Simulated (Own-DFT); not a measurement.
# Response to strain: wurtzite AlGaN with randomly placed atoms, 96 atoms (Al36Ga12N48)

These are calculations, not measurements. The program, named Own-DFT, is a retired in-house plane-wave density functional code that no person has reviewed. Each row is one single-point run on a periodic cell that was not relaxed, without spin or spin-orbit coupling.

Settings of every run: PBE; PseudoDojo norm-conserving scalar-relativistic files (stringent for Ga); cutoff 96 hartree; 3 x 4 x 3 k mesh centred on Gamma; Gaussian smearing of 0.01 eV.

Known limits: k mesh not checked against a denser one; stress not checked against mesh or cutoff.

Unstrained cell vectors in Å: (12.525, 0.000, 0.000); (-4.697, 8.135, 0.000); (0.000, 0.000, 10.066). The unstrained cell has measured lattice constants (interpolated for alloys), not those of this functional. That, the random moves and any unrelaxed bonds set the pressure at no strain. Each run strains this cell uniformly, with the atoms carried along. Every atom was also moved at random, by a Gaussian of width 0.05 Å on each axis. The random placing of the alloy's atoms differs from row to row. Strain is the symmetric tensor, in per cent. Stress is positive in tension, and the pressure is minus a third of its trace.

| run | e_xx (%) | e_yy (%) | e_zz (%) | s_xx (GPa) | s_yy (GPa) | s_zz (GPa) | P (GPa) | E (meV/atom) |
|---|---|---|---|---|---|---|---|---|
| 1 | 1.50 | 1.50 | 0.00 | 1.43 | 1.36 | -3.84 | 0.35 | 14.4 |
| 2 | -0.25 | -0.25 | 0.00 | -7.55 | -9.10 | -6.83 | 7.83 | 30.1 |
| 3 | 3.00 | 3.00 | 0.00 | 8.96 | 7.21 | -2.80 | -4.46 | 33.9 |
| 4 | -2.75 | -2.75 | 0.00 | -24.03 | -27.49 | -9.67 | 20.40 | 89.0 |
| 5 | -1.75 | -1.75 | 0.00 | -15.86 | -17.95 | -10.14 | 14.65 | 47.2 |
| 6 | -2.25 | -2.25 | 0.00 | -19.34 | -20.77 | -12.07 | 17.39 | 74.7 |
| 7 | 2.00 | 2.00 | 0.00 | 3.85 | 4.95 | -2.30 | -2.17 | 0.0 |
| 8 | 2.50 | 2.50 | 0.00 | 6.97 | 6.61 | -4.19 | -3.13 | 12.9 |
| 9 | -1.00 | -1.00 | 0.00 | ? | ? | ? | ? | ? |

E is the free energy for each atom above the lowest run shown.

## Worked fit

The change of volume is close to e_xx + e_yy + e_zz. A straight line through the runs shown gives P = 7.55 - 218 x (fractional change of volume) GPa, with an error of 7 on the slope and a scatter of 0.90 GPa. The strain isn't the same on all axes and the cell isn't cubic, so the slope belongs to this path and is not the bulk modulus.

## Withheld run

Question: what pressure should run 9 give? Its volume changes by -1.99 %.

The line gives 11.9 GPa. The calculation gave 11.02 GPa.
